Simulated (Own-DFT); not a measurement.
# Computed records: Si$_{3}$N$_{4}$ (beta silicon nitride, strained, atoms displaced)

A calculation, not a measurement: plane-wave PBE density functional theory by an unreviewed code, no spin, of a simulated periodic cell, stress positive in tension, free energy of the whole cell less one offset for each atom, forces on such cells moved up to 12 meV/angstrom on a denser k mesh; offsets are fitted by least squares, one for each functional and potential file, so energies compare only between cells with the same atoms and settings and are not formation energies; the far tail of each file's local potential was reset to the Coulomb form; each entry is a single point on an unrelaxed cell, so the pressure reflects the starting lattice, mostly measured values (interpolated for alloys), from which strain is counted, and rises with the displacements; printed positions are rounded, which can move forces by about a meV/angstrom; the program, named Own-DFT, is a retired in-house code; no spin-orbit coupling; before rounding, a Quantum ESPRESSO 7.3.1 run of the same cell and cutoff gave forces within 1 meV/angstrom rms on each cell, which checks the program and not the settings. Program: Own-DFT development build.

Entry: Si$_{3}$N$_{4}$ (beta silicon nitride, strained, atoms displaced)

```xyz
112
Lattice="15.1417 -0.2295 0.1900 -7.7696 13.0374 0.0145 0.0727 0.0483 5.9057" Properties=species:S:1:pos:R:3 Si3N4
Si    -1.5918     5.0239     0.7402
Si     0.3062     2.6019     0.7559
Si     1.1635     5.3140     0.7765
Si     5.4395     1.5020     2.2736
Si     3.5668     3.7214     2.3221
Si     2.4695     1.1591     2.3486
N      2.3049     0.2322     0.6920
N      6.1899     1.7673     0.7782
N      2.7030     4.3623     0.7893
N      1.3006     6.1869     2.3052
N     -2.4264     4.5500     2.1405
N      1.0256     2.1387     2.2614
N     -0.0857     4.3597     0.8206
N      3.8250     2.1026     2.3055
Si    -1.7083     5.0194     3.6865
Si     0.1736     2.6106     3.6906
Si     1.3054     5.2804     3.7916
Si     5.5149     1.4576     5.2161
Si     3.5743     3.8710     5.2509
Si     2.4909     1.1482     5.1955
N      2.4110     0.1973     3.7672
N      6.2790     1.9723     3.7825
N      2.7820     4.3369     3.7377
N      1.2707     6.3003     5.1936
N     -2.4322     4.6474     5.1795
N      1.0815     2.1429     5.1138
N      0.0039     4.3536     3.6934
N      3.7407     2.0892     5.1955
Si    -5.5199    11.5193     0.7671
Si    -3.6715     9.2990     0.8050
Si    -2.5980    11.8188     0.7556
Si     1.4434     7.9687     2.3967
Si    -0.3969    10.3800     2.2732
Si    -1.4526     7.6545     2.2357
N     -1.4857     6.7156     0.7912
N      2.3120     8.3922     0.8369
N     -1.0992    10.7704     0.9043
N     -2.5635    12.7812     2.3234
N     -6.2016    11.0609     2.2325
N     -2.8256     8.6575     2.2711
N     -3.9329    10.8033     0.7611
N     -0.1984     8.6236     2.2400
Si    -5.5103    11.5838     3.8480
Si    -3.6727     9.1138     3.6981
Si    -2.5249    11.8873     3.7407
Si     1.4910     7.9921     5.3283
Si    -0.2758    10.3587     5.2524
Si    -1.5267     7.6840     5.2232
N     -1.5169     6.7484     3.6370
N      2.4158     8.3883     3.7179
N     -1.0789    10.8573     3.7820
N     -2.4694    12.8198     5.3547
N     -6.2845    11.1168     5.2380
N     -2.8419     8.6778     5.1157
N     -3.8690    10.8318     3.6677
N     -0.1197     8.7051     5.1444
Si     5.9428     4.9339     0.8371
Si     7.8162     2.4605     0.8100
Si     8.9013     5.1700     0.9057
Si    12.9551     1.3435     2.3216
Si    11.1227     3.6377     2.4256
Si     9.9179     0.9407     2.2847
N      9.9435     0.0575     0.8946
N     13.6953     1.7494     0.8947
N     10.3021     4.1380     0.9087
N      8.8066     6.1439     2.4470
N      5.1038     4.4031     2.3167
N      8.5373     2.0115     2.3496
N      7.4677     4.2527     0.7834
N     11.3755     2.0699     2.3112
Si     5.9682     4.9871     3.8417
Si     7.8147     2.4752     3.7634
Si     8.9105     5.2651     3.7801
Si    13.0286     1.3505     5.3002
Si    11.0818     3.7089     5.3158
Si    10.0173     1.0616     5.2341
N     10.0606     0.2008     3.8536
N     13.8044     1.8107     3.9526
N     10.2794     4.1700     3.8621
N      8.8627     6.2154     5.3239
N      5.1135     4.4525     5.2719
N      8.7157     2.0103     5.1921
N      7.5057     4.2278     3.7255
N     11.4167     2.0172     5.3676
Si     1.9829    11.3798     0.9368
Si     3.9120     8.9504     0.8269
Si     5.0102    11.6866     0.8548
Si     8.9875     7.8144     2.4021
Si     7.1950    10.1544     2.2971
Si     6.1217     7.6207     2.3053
N      6.0634     6.5145     0.8653
N      9.8713     8.3347     0.8991
N      6.4268    10.6492     0.9364
N      4.9564    12.6221     2.3841
N      1.2267    10.9467     2.3349
N      4.7288     8.5350     2.4093
N      3.5892    10.6813     0.9455
N      7.4810     8.5711     2.3929
Si     2.0687    11.4044     3.7095
Si     3.9858     9.1784     3.7568
Si     5.0780    11.7163     3.8191
Si     9.1953     7.9090     5.2887
Si     7.2305    10.2659     5.3679
Si     6.1698     7.5454     5.2586
N      6.1597     6.6508     3.8060
N      9.8871     8.2036     3.9541
N      6.4906    10.6607     3.8490
N      5.0819    12.6691     5.3977
N      1.1938    10.9693     5.2610
N      4.7041     8.6250     5.3502
N      3.6446    10.6867     3.7488
N      7.5957     8.4818     5.3069
```

Settings of this run: functional PBE, potential files PseudoDojo norm-conserving, scalar-relativistic, standard set, wave cutoff 42 hartree, occupations Fermi-Dirac, smearing width 0.1 eV and k mesh 2 x 2 x 4 centred on Gamma.

The calculation gives: free energy of cell above offsets -4.681 eV; pressure 11.04 GPa; stress xx -12.47 GPa; stress yy -17.81 GPa; stress zz -2.85 GPa; stress yz 3.94 GPa; stress xz 4.45 GPa; stress xy -5.77 GPa.

Force:
```csv
element,x (eV/Å),y (eV/Å),z (eV/Å)
Si,-2.657,-0.164,-0.86
Si,-2.021,0.533,-1.172
Si,5.992,3.192,1.099
Si,-0.748,-1.337,0.941
Si,-1.89,4.467,-1.213
Si,-1.92,-2.347,-2.69
N,0.548,-1.769,3.72
N,2.239,1.445,0.38
N,-0.331,-1.03,0.805
N,-0.051,2.109,-0.548
N,-0.818,-0.113,2.276
N,0.27,-0.494,-0.393
N,-1.376,-5.138,-0.602
N,1.059,-1.174,-0.21
Si,2.415,0.704,-0.987
Si,3.272,2.618,0.819
Si,2.946,2.44,-1.27
Si,-3.665,1.004,0.206
Si,-2.336,-1.224,-0.371
Si,-3.5,-1.284,-0.456
N,0.15,0.776,-0.571
N,-3.447,-2.604,-0.739
N,-0.291,-0.27,1.105
N,0.252,-0.538,1.075
N,-0.657,-0.404,0.202
N,-1.234,0.604,1.163
N,-4.239,-2.933,0.417
N,6.591,3.688,0.1
Si,-0.014,1.245,0.641
Si,1.111,-9.45,-0.546
Si,2.326,-0.132,4.125
Si,0.102,-1.368,-2.023
Si,1.229,-2.896,3.895
Si,-2.561,-2.135,-0.279
N,-0.279,0.337,-1.12
N,-1.755,-1.02,0.822
N,-3.691,2.552,-4.724
N,0.346,1.12,-1.641
N,-2.861,-0.457,1.704
N,-2.104,1.246,-1.695
N,-0.875,6.884,-0.52
N,5.149,3.224,0.314
Si,1.631,-2.362,-4.267
Si,0.449,0.654,-0.361
Si,0.729,-1.265,1.649
Si,0.483,0.794,-2.243
Si,-3.616,-0.624,-0.073
Si,2.091,-1.586,-1.802
N,-0.34,-1.214,2.833
N,-1.101,0.08,2.46
N,-1.329,1.383,0.23
N,0.034,-0.256,-4.555
N,-1.109,-0.375,0.572
N,-1.679,1.406,2.649
N,-1.491,0.703,1.111
N,0.966,-2.041,0.781
Si,-2.741,-4.729,0.535
Si,-1.156,1.9,-0.382
Si,-0.375,1.557,-1.086
Si,-1.132,-0.289,2.077
Si,-0.168,3.699,-1.288
Si,2.002,2.744,2.145
N,-0.516,-0.606,-2.285
N,3.232,0.655,-0.673
N,-1.34,0.755,0.93
N,0.76,0.957,-4.563
N,2.22,1.254,0.331
N,1.316,-1.144,-2.738
N,2.167,-3.267,0.259
N,-0.789,-5.226,0.351
Si,-1.186,-2.836,-1.635
Si,1.479,3.906,1.315
Si,-0.818,-2.05,5.067
Si,-2.173,-0.065,3.01
Si,1.952,0.158,0.929
Si,2.984,-1.559,2.926
N,-0.633,-4.706,-3.463
N,-2.283,-1.493,-4.292
N,0.131,0.45,-0.59
N,1.133,-1.954,0.244
N,3.178,1.62,0.393
N,-4.023,2.33,1.55
N,1.67,-0.615,0.674
N,0.124,0.169,-0.638
Si,1.572,-0.608,-4.144
Si,-2.312,1.911,3.648
Si,-1.377,-0.454,2.72
Si,3.078,1.771,-0.548
Si,3.469,3.467,3.451
Si,-0.764,-4.067,0.339
N,0.116,6.529,0.06
N,-0.275,-0.832,1.335
N,-1.958,1.398,-1.603
N,1.087,1.115,-0.671
N,-0.752,0.106,0.714
N,0.217,0.449,-3.064
N,0.982,0.33,-0.742
N,0.384,-2.249,-0.439
Si,0.046,0.841,3.83
Si,-1.313,-7.043,2.339
Si,-0.466,0.468,1.299
Si,-3.18,-2.172,6.791
Si,2.03,-2.647,-1.212
Si,-0.322,0.046,1.248
N,-0.503,0.838,-0.695
N,2.928,1.746,-7.753
N,-1.288,1.161,-0.168
N,0.332,-0.341,-3.309
N,5.73,2.987,0.367
N,3.428,-1.547,-4.165
N,0.055,6.909,0.714
N,-2.352,3.065,0.393
```
